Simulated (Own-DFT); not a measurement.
# How strain changes the stress of diamond-structure GeSn with randomly placed atoms, 64 atoms (Ge56Sn8)

Calculated results; nothing here was measured. The program, named Own-DFT, is a retired in-house plane-wave density functional code that no person has reviewed. Each row is one single-point run on a periodic cell that was not relaxed, without spin or spin-orbit coupling.

Settings of every run: PBE; PseudoDojo norm-conserving scalar-relativistic files; cutoff 49 hartree; 3 x 3 x 3 k mesh centred on Gamma; Fermi-Dirac smearing of 0.1 eV.

Known limits: forces on such cells moved up to 12 meV/angstrom on a denser k mesh; stress not checked against mesh or cutoff.

Unstrained cell vectors in Å: (11.524, 0.000, 0.000); (0.000, 11.524, 0.000); (0.000, 0.000, 11.524). The unstrained cell has measured lattice constants (interpolated for alloys), not those of this functional. That, the random moves and any unrelaxed bonds set the pressure at no strain. Each run strains this cell uniformly, with the atoms carried along. Every atom was also moved at random, by a Gaussian of width 0.05 Å on each axis. The random placing of the alloy's atoms differs from row to row. Strain is the symmetric tensor, in per cent. Stress is positive in tension, and the pressure is minus a third of its trace.

```
run  e_xx (%)  e_yy (%)  e_zz (%)  s_xx (GPa)  s_yy (GPa)  s_zz (GPa)  P (GPa)  E (meV/atom)
  1      1.50      1.50      0.00       -2.86       -3.00       -3.78     3.22          29.5
  2     -3.00     -3.00      0.00      -11.23      -11.32       -9.35    10.63         122.8
  3     -2.25     -2.25      0.00       -9.46       -9.40       -8.15     9.00          85.3
  4     -0.25     -0.25      0.00       -5.57       -5.34       -5.23     5.38          28.9
  5      1.75      1.75      0.00       -2.19       -2.24       -3.08     2.51           0.5
  6     -2.50     -2.50      0.00       -9.81      -10.02       -8.28     9.37          86.9
  7      3.00      3.00      0.00       -0.58       -0.61       -2.04     1.08           0.0
  8      2.00      2.00      0.00       -2.29       -2.13       -3.21     2.54          23.9
  9      2.75      2.75      0.00           ?           ?           ?        ?             ?
```

E is the free energy for each atom above the lowest run shown.

## Worked fit

The change of volume is close to e_xx + e_yy + e_zz. A straight line through the runs shown gives P = 5.55 - 79 x (fractional change of volume) GPa, with an error of 3 on the slope and a scatter of 0.35 GPa. The strain isn't the same on all axes, but the crystal is cubic, so the slope still estimates the bulk modulus, averaged over pressures from 1.1 to 10.6 GPa.

## Withheld run

Question: what pressure should run 9 give? Its volume changes by 5.58 %.

The line gives 1.2 GPa. The calculation gave 1.64 GPa.
